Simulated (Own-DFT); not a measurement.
# How strain changes the stress of wurtzite AlN, 72 atoms (Al36N36)

Calculated results; nothing here was measured. They come from Own-DFT, an in-house plane-wave density functional program, since retired, whose code no person has reviewed. Each row is one single-point run on a periodic cell that was not relaxed, without spin or spin-orbit coupling.

Settings of every run: PBE; PseudoDojo norm-conserving scalar-relativistic files; cutoff 42 hartree; 4 x 4 x 3 k mesh centred on Gamma; Gaussian smearing of 0.01 eV.

Known limits: k mesh not checked against a denser one; stress not checked against mesh or cutoff.

Unstrained cell vectors in Å: (9.336, 0.000, 0.000); (-4.668, 8.085, 0.000); (0.000, 0.000, 9.964). The unstrained cell has measured lattice constants (interpolated for alloys), not those of this functional. That, the random moves and any unrelaxed bonds set the pressure at no strain. Each run strains this cell uniformly, with the atoms carried along. Every atom was also moved at random, by a Gaussian of width 0.05 Å on each axis. Strain is the symmetric tensor, in per cent. Stress is positive in tension, and the pressure is minus a third of its trace.

| run | e_xx (%) | e_yy (%) | e_zz (%) | s_xx (GPa) | s_yy (GPa) | s_zz (GPa) | P (GPa) | E (meV/atom) |
|---|---|---|---|---|---|---|---|---|
| 1 | -1.25 | -1.25 | 0.00 | -13.41 | -16.19 | -5.45 | 11.68 | 34.6 |
| 2 | 1.75 | 1.75 | 0.00 | 2.17 | 3.73 | -0.64 | -1.75 | 0.0 |
| 3 | -2.50 | -2.50 | 0.00 | -22.31 | -23.66 | -7.47 | 17.81 | 53.5 |
| 4 | -1.00 | -1.00 | 0.00 | -10.02 | -13.35 | -7.46 | 10.28 | 31.0 |
| 5 | 3.00 | 3.00 | 0.00 | 9.11 | 8.24 | 0.83 | -6.06 | 14.7 |
| 6 | -2.25 | -2.25 | 0.00 | -22.59 | -21.01 | -6.29 | 16.63 | 50.6 |
| 7 | 2.75 | 2.75 | 0.00 | 8.16 | 9.60 | -3.47 | -4.76 | 15.0 |
| 8 | -0.50 | -0.50 | 0.00 | -10.84 | -8.15 | -4.53 | 7.84 | 17.0 |
| 9 | -0.75 | -0.75 | 0.00 | ? | ? | ? | ? | ? |

E is the free energy for each atom above the lowest run shown.

## Worked fit

The change of volume is close to e_xx + e_yy + e_zz. A straight line through the runs shown gives P = 6.55 - 214 x (fractional change of volume) GPa, with an error of 6 on the slope and a scatter of 0.70 GPa. The strain isn't the same on all axes and the cell isn't cubic, so the slope belongs to this path and is not the bulk modulus.

## Withheld run

Question: what pressure should run 9 give? Its volume changes by -1.49 %.

The line gives 9.7 GPa. The calculation gave 9.03 GPa.
